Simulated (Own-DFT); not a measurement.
# What a defect does to the pressure of its cell: C40 NbSi2

The numbers are computed, not measured, by runs of the plane-wave DFT program Own-DFT (in-house, retired, unreviewed) at fixed positions, with no spin and no spin-orbit coupling.

All runs used: PBE; PseudoDojo norm-conserving scalar-relativistic files; cutoff 42 hartree; 4 x 4 x 5 k mesh centred on Gamma; cold (Marzari-Vanderbilt) smearing of 0.2 eV.

Keep in mind: forces on such cells failed a check on a denser k mesh; stress not checked against mesh or cutoff.

All runs share one cell, with vectors in Å (0.000, 8.324, 0.000); (-9.613, 0.000, 0.000); (0.000, 0.000, 6.586) and a volume of 527.0 Å³. Atoms were moved at random from their sites; u is the rms move along one axis. The defect's site can differ from row to row.

```
                    cell   formula   u (Å)  P (GPa)
               no defect  Nb12Si24  0.0176     1.47
               no defect  Nb12Si24  0.0213     1.56
               no defect  Nb12Si24  0.0506     2.56
          one Si vacancy  Nb12Si23  0.0285     1.01
          one Si vacancy  Nb12Si23  0.0299     1.16
          one Si vacancy  Nb12Si23  0.0495     1.62
        two Nb vacancies  Nb10Si24  0.0306        ?
        two Nb vacancies  Nb10Si24  0.0308     0.00
        two Nb vacancies  Nb10Si24  0.0510     0.92
        two Nb vacancies  Nb10Si24  0.0549     0.95
two Si on a Nb site each  Nb10Si26  0.0304     1.93
two Si on a Nb site each  Nb10Si26  0.0489     2.35
two Si on a Nb site each  Nb10Si26  0.0530     2.29
two Nb on a Si site each  Nb14Si22  0.0293     7.66
two Nb on a Si site each  Nb14Si22  0.0481     8.76
two Nb on a Si site each  Nb14Si22  0.0488     8.54
```

## What the rows give

P = P0 + c u² + a shift for each defect gives P0 = 1.38 GPa, c = 436 ± 52 GPa/Å² and a scatter of 0.17 GPa. The shifts, and each times the cell's volume:

- two Nb on a Si site each: 6.13 ± 0.14 GPa, 20.2 eV (10.1 eV for each of its 2 sites)
- two Si on a Nb site each: -0.08 ± 0.15 GPa, -0.3 eV (-0.1 eV for each of its 2 sites) (not resolved)
- one Si vacancy: -0.72 ± 0.14 GPa, -2.4 eV
- two Nb vacancies: -1.71 ± 0.15 GPa, -5.6 eV (-2.8 eV for each of its 2 sites)

Against the defect-free cell, a freed cell would be larger where the shift is positive and smaller where it is negative (160.2 GPa Å³ is 1 eV). The atoms around the defects weren't relaxed, which would change these numbers.

## Withheld run

Asked: what pressure belongs in the blank (two Nb vacancies, u = 0.0306 Å)?

Estimate: 0.07 ± 0.21 GPa. The run itself gave 0.10 GPa.
